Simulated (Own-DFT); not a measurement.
# Strain and stress in C40 NbSi2, 36 atoms (Nb12Si24)

These are calculations, not measurements. They come from Own-DFT, an in-house plane-wave density functional program, since retired, whose code no person has reviewed. Each row is one single-point run on a periodic cell that was not relaxed, without spin or spin-orbit coupling.

Settings of every run: PBEsol; PseudoDojo norm-conserving scalar-relativistic files, made for PBE; cutoff 42 hartree; 4 x 4 x 5 k mesh centred on Gamma; cold (Marzari-Vanderbilt) smearing of 0.2 eV.

Known limits: forces on such cells failed a check on a denser k mesh; stress not checked against mesh or cutoff.

Unstrained cell vectors in Å: (0.000, 8.324, 0.000); (-9.613, 0.000, 0.000); (0.000, 0.000, 6.586). The unstrained cell was taken from the Materials Project. The random moves and any unrelaxed bonds add to the pressure at no strain. Each run strains this cell uniformly, with the atoms carried along. Every atom was also moved at random, by a Gaussian of width 0.05 Å on each axis. Strain is the symmetric tensor, in per cent. Stress is positive in tension, and the pressure is minus a third of its trace.

```
run,e_xx (%),e_yy (%),e_zz (%),e_yz (%),e_xz (%),e_xy (%),s_xx (GPa),s_yy (GPa),s_zz (GPa),s_yz (GPa),s_xz (GPa),s_xy (GPa),P (GPa),E (meV/atom)
1,-1.04,-1.15,-0.62,-1.53,1.42,-0.94,-4.56,-5.71,-5.73,-5.25,4.69,-3.64,5.33,39.5
2,-0.94,0.64,1.16,1.29,-1.34,-0.34,-0.60,3.78,4.10,3.25,-4.42,-0.62,-2.43,15.9
3,-1.96,-0.62,0.42,0.92,-0.95,0.29,-5.76,-1.68,-0.20,2.54,-3.04,0.60,2.55,0.0
4,-1.15,-0.01,0.75,-1.56,-1.45,1.46,-2.74,0.87,1.63,-4.30,-4.25,4.25,0.08,24.6
5,1.56,0.12,-0.90,-1.10,1.53,-1.19,6.25,2.07,-2.89,-3.74,3.74,-3.03,-1.81,15.2
6,-1.30,0.92,-0.37,1.58,1.53,1.07,-3.33,3.20,-2.58,6.01,5.06,3.16,0.91,23.7
7,-0.36,1.41,-0.91,-1.72,0.23,-1.41,0.76,5.34,-3.52,-5.26,0.10,-4.09,-0.86,7.0
8,-1.38,-1.35,1.98,-0.03,-0.03,1.89,-4.68,-3.31,6.28,-0.15,0.43,6.12,0.57,29.1
9,1.98,-1.92,1.49,-1.81,-1.02,1.81,7.31,-3.83,6.40,-5.31,-2.33,4.78,-3.30,34.4
10,0.14,-1.92,-1.48,-0.65,-1.00,-1.61,-0.57,-8.17,-8.96,-2.35,-3.94,-5.25,5.90,24.4
11,0.39,0.26,1.74,1.95,0.16,0.11,4.76,3.20,6.96,5.79,0.25,0.72,-4.97,21.8
12,-0.90,1.20,-1.31,-0.46,0.90,1.82,-2.37,3.86,-6.64,-1.24,3.18,5.19,1.71,21.7
13,-1.34,0.71,-1.15,1.98,1.31,-1.39,-5.30,1.54,-7.31,7.24,3.96,-5.00,3.69,44.8
14,0.44,-0.72,-1.23,0.42,-0.37,-0.69,1.60,-2.39,-5.76,1.57,-0.99,-1.88,2.19,7.7
15,0.71,1.73,-0.06,1.68,0.73,-1.65,4.55,7.85,1.43,5.10,2.42,-4.23,-4.61,17.3
16,1.67,-0.03,-1.60,0.48,0.36,-0.54,?,?,?,?,?,?,?,?
```

E is the free energy for each atom above the lowest run shown.

## Worked fit

Each stress component was fitted by least squares to a constant and the strains of the runs shown, as fractions, with shears doubled. Shear strains stay in the fit of a normal stress only where such slopes are resolved. The slopes, in GPa:

| stress | at no strain | per e_xx | per e_yy | per e_zz | scatter |
|---|---|---|---|---|---|
| s_xx | 1.0 | 373 ± 15 | 85 ± 16 | 70 ± 15 | 0.66 |
| s_yy | 0.9 | 66 ± 10 | 390 ± 11 | 92 ± 10 | 0.45 |
| s_zz | -0.6 | 92 ± 12 | 78 ± 13 | 450 ± 12 | 0.53 |

Each shear stress against twice its own strain: yz 160 ± 7, xz 159 ± 7, xy 147 ± 6 GPa. These are stiffnesses along x, y and z of the frame in which the cell vectors are given, which need not be the crystal's axes. The atoms are held to the strained lattice; where symmetry lets them move under strain, relaxing them would lower some slopes. The table should be nearly symmetric about its diagonal, and what it lacks of that shows the noise. A ninth of its sum, 188 ± 7 GPa, estimates the bulk modulus near the mean pressure of these runs, 0.3 GPa.

## Withheld run

Question: what normal stresses and pressure should run 16 give?

The fit gives s_xx = 6.1, s_yy = 0.4, s_zz = -6.3 and P = -0.1 GPa. The calculation gave 6.08, 0.87, -6.62 and P = -0.11 GPa.
